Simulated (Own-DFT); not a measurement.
Simulation results for GaP (zincblende, atoms displaced)

All values are calculated (Own-DFT development build). A calculation, not a measurement: plane-wave PBE density functional theory by an unreviewed code, no spin, of a simulated periodic cell, stress positive in tension, free energy of the whole cell less one offset for each atom, forces on such cells passed a denser k mesh, this cell's mesh not checked; offsets are fitted by least squares, one for each functional and potential file, so energies compare only between cells with the same atoms and settings and are not formation energies; the far tail of each file's local potential was reset to the Coulomb form; each entry is a single point on an unrelaxed cell, so the pressure reflects the starting lattice, mostly measured values (interpolated for alloys), from which strain is counted, and rises with the displacements; printed positions are rounded, which can move forces by about a meV/angstrom; the program, named Own-DFT, is a retired in-house code; no spin-orbit coupling.

GaP (zincblende, atoms displaced)

```
GaP
1.0
     16.3515     0.0000     0.0000
      0.0000    10.9010     0.0000
      0.0000     0.0000    10.9010
Ga P Ga P Ga P Ga P Ga P Ga P Ga P Ga P Ga P Ga P Ga P Ga P
4 4 4 4 4 4 4 4 4 4 4 4 4 4 4 4 4 4 4 4 4 4 4 4
Direct
  0.99946 0.99630 0.99614
  0.00080 0.25109 0.24902
  0.16698 0.00267 0.25012
  0.16666 0.25306 0.99966
  0.08134 0.12521 0.12547
  0.08421 0.38017 0.37542
  0.25100 0.12649 0.37509
  0.25039 0.37773 0.12969
  0.00001 0.00067 0.50285
  0.00150 0.25011 0.74962
  0.16601 0.99858 0.74966
  0.16655 0.24984 0.50157
  0.08201 0.12647 0.62685
  0.08382 0.37475 0.87740
  0.24747 0.12476 0.87497
  0.24968 0.37487 0.62638
  0.99937 0.49902 0.99872
  0.00146 0.75067 0.24832
  0.16367 0.50051 0.25100
  0.16704 0.74811 0.00018
  0.08584 0.62771 0.12153
  0.08478 0.87969 0.37663
  0.25005 0.62155 0.37546
  0.25009 0.87295 0.12461
  0.00016 0.49856 0.49685
  0.99963 0.74911 0.74937
  0.16602 0.49855 0.75058
  0.16669 0.75052 0.50094
  0.08202 0.62461 0.62458
  0.08282 0.87538 0.87641
  0.24922 0.62543 0.87375
  0.24864 0.87578 0.62469
  0.33330 0.00142 0.99743
  0.33196 0.24864 0.25352
  0.50065 0.99758 0.24912
  0.49875 0.25192 0.99986
  0.41696 0.12536 0.12525
  0.41586 0.37693 0.37711
  0.58498 0.12395 0.37469
  0.58189 0.37065 0.12169
  0.33332 0.99658 0.50018
  0.32958 0.25076 0.75030
  0.49828 0.99880 0.74903
  0.50062 0.25178 0.50046
  0.41726 0.12502 0.62527
  0.41843 0.37775 0.87660
  0.58127 0.12513 0.87331
  0.58338 0.37722 0.62600
  0.33371 0.49872 0.99930
  0.33295 0.75139 0.24762
  0.50137 0.49919 0.24897
  0.49922 0.75205 0.00167
  0.41987 0.62726 0.12437
  0.41775 0.87503 0.37221
  0.58364 0.62460 0.37478
  0.58458 0.87374 0.12359
  0.33170 0.49767 0.50130
  0.33183 0.75099 0.75046
  0.50094 0.49672 0.74945
  0.50094 0.75029 0.50152
  0.41725 0.62574 0.62530
  0.41808 0.87838 0.87593
  0.58288 0.62321 0.87448
  0.58284 0.87607 0.62768
  0.66822 0.99895 0.00251
  0.66790 0.24923 0.25160
  0.83207 0.00161 0.24933
  0.83551 0.25217 0.00240
  0.75060 0.12836 0.12586
  0.75082 0.37469 0.37584
  0.91763 0.12761 0.37414
  0.91461 0.37743 0.12413
  0.66634 0.99877 0.50150
  0.66735 0.24916 0.74867
  0.83499 0.99853 0.75024
  0.83542 0.24929 0.49846
  0.74865 0.12158 0.62335
  0.74902 0.37382 0.87153
  0.91810 0.12203 0.87626
  0.91701 0.37272 0.62588
  0.66608 0.49650 0.99977
  0.66600 0.75233 0.25062
  0.83280 0.50216 0.24885
  0.83425 0.75036 0.99900
  0.75035 0.62110 0.12561
  0.74972 0.87701 0.37298
  0.91390 0.62347 0.37531
  0.91743 0.87488 0.12711
  0.66593 0.49899 0.49826
  0.66850 0.75000 0.74767
  0.83261 0.49688 0.75153
  0.83398 0.75030 0.49984
  0.75015 0.62666 0.62631
  0.75117 0.87827 0.87526
  0.91700 0.62640 0.87278
  0.91792 0.87704 0.62577
```

It was run with functional PBE, potential files PseudoDojo norm-conserving, scalar-relativistic, standard set, wave cutoff 42 hartree, occupations Fermi-Dirac, smearing width 0.1 eV, hardware one NVIDIA H200 and k mesh 2 x 3 x 3 centred on Gamma.

Results for GaP (zincblende, atoms displaced): free energy of cell above offsets -53.589 eV; pressure 2.72 GPa; stress xx -2.72 GPa; stress yy -2.71 GPa; stress zz -2.72 GPa; stress yz 0.06 GPa; stress xz 0.27 GPa; stress xy 0.06 GPa; wall time 886.8 s.

Force:
```
element  x (eV/Å)  y (eV/Å)  z (eV/Å)
     Ga     0.024     0.246     0.653
     Ga      -0.1     0.288     0.076
     Ga     0.074    -0.041    -0.169
     Ga     0.098    -0.253     0.544
      P     0.308    -0.052     -0.38
      P     -0.19    -0.897    -0.029
      P    -0.307    -0.339     0.364
      P    -0.088    -0.235    -0.372
     Ga    -0.019     0.214    -0.344
     Ga    -0.291     0.015      0.39
     Ga    -0.163     0.161     0.042
     Ga    -0.049     0.041    -0.147
      P      0.39    -0.177    -0.203
      P    -0.178     0.092    -0.319
      P     0.146     0.049     0.044
      P    -0.245     0.038    -0.092
     Ga     0.038     0.347     0.103
     Ga    -0.004    -0.079     0.418
     Ga     0.482     0.358    -0.244
     Ga     0.201     0.416    -0.307
      P     -0.69    -0.509     0.371
      P    -0.211    -0.437    -0.073
      P    -0.071     0.503     -0.09
      P    -0.118     0.487    -0.153
     Ga    -0.384     0.253      0.42
     Ga     0.172      0.17     0.002
     Ga    -0.103     0.217    -0.059
     Ga    -0.043    -0.215    -0.227
      P     0.153    -0.075    -0.041
      P     0.271    -0.425    -0.313
      P     0.129     -0.19     0.116
      P     0.177    -0.111       0.1
     Ga    -0.058      0.01      0.33
     Ga     0.489     0.283    -0.316
     Ga     0.143     0.355    -0.086
     Ga    -0.038    -0.516    -0.189
      P    -0.195     0.004     0.071
      P     0.183    -0.205    -0.263
      P    -0.343     0.048     0.088
      P      0.44     0.285     0.619
     Ga     0.214     0.346    -0.091
     Ga     0.734    -0.147     0.232
     Ga      0.23     0.318     0.058
     Ga     0.026     -0.16    -0.102
      P    -0.394      0.12    -0.077
      P    -0.612    -0.447     -0.38
      P     0.352    -0.081     0.266
      P     0.218    -0.402     -0.23
     Ga     0.038     0.397     0.251
     Ga     0.168    -0.431     0.279
     Ga    -0.106    -0.054     0.026
     Ga     0.357    -0.152    -0.463
      P    -0.648    -0.321     0.121
      P    -0.167    -0.203     0.347
      P    -0.011     0.115    -0.017
      P    -0.096     0.162     0.106
     Ga     0.306     0.364     0.101
     Ga     0.382     0.064     0.009
     Ga    -0.174     0.568     0.052
     Ga    -0.082    -0.001     -0.15
      P    -0.251    -0.164     0.075
      P    -0.446    -0.472     -0.11
      P     0.156     0.354      0.06
      P      0.11    -0.192    -0.246
     Ga     -0.23     0.474    -0.318
     Ga     -0.23     0.191    -0.081
     Ga     0.317     0.091     0.034
     Ga    -0.349    -0.284    -0.581
      P     0.026    -0.202    -0.207
      P     0.022     0.086    -0.075
      P     0.043      -0.4    -0.017
      P     0.587     0.025     0.317
     Ga    -0.128    -0.096    -0.192
     Ga    -0.274    -0.228    -0.068
     Ga    -0.232     0.351    -0.065
     Ga    -0.393    -0.112     0.272
      P     0.569     0.352     0.156
      P     0.235    -0.197      0.55
      P    -0.208     0.551    -0.194
      P     0.057     0.249    -0.076
     Ga    -0.026     0.193    -0.068
     Ga     0.235    -0.435    -0.113
     Ga    -0.115    -0.312     0.225
     Ga    -0.155    -0.073     0.219
      P    -0.335     0.603    -0.314
      P     0.087      -0.2     0.338
      P     0.694      0.27    -0.173
      P    -0.211     0.054    -0.216
     Ga     0.234     0.218     0.209
     Ga    -0.314     0.083     0.547
     Ga     0.155     0.349    -0.263
     Ga    -0.185     0.214     0.067
      P     0.174    -0.401    -0.372
      P    -0.101    -0.441    -0.002
      P    -0.128    -0.316     0.166
      P    -0.157    -0.365     -0.15
```
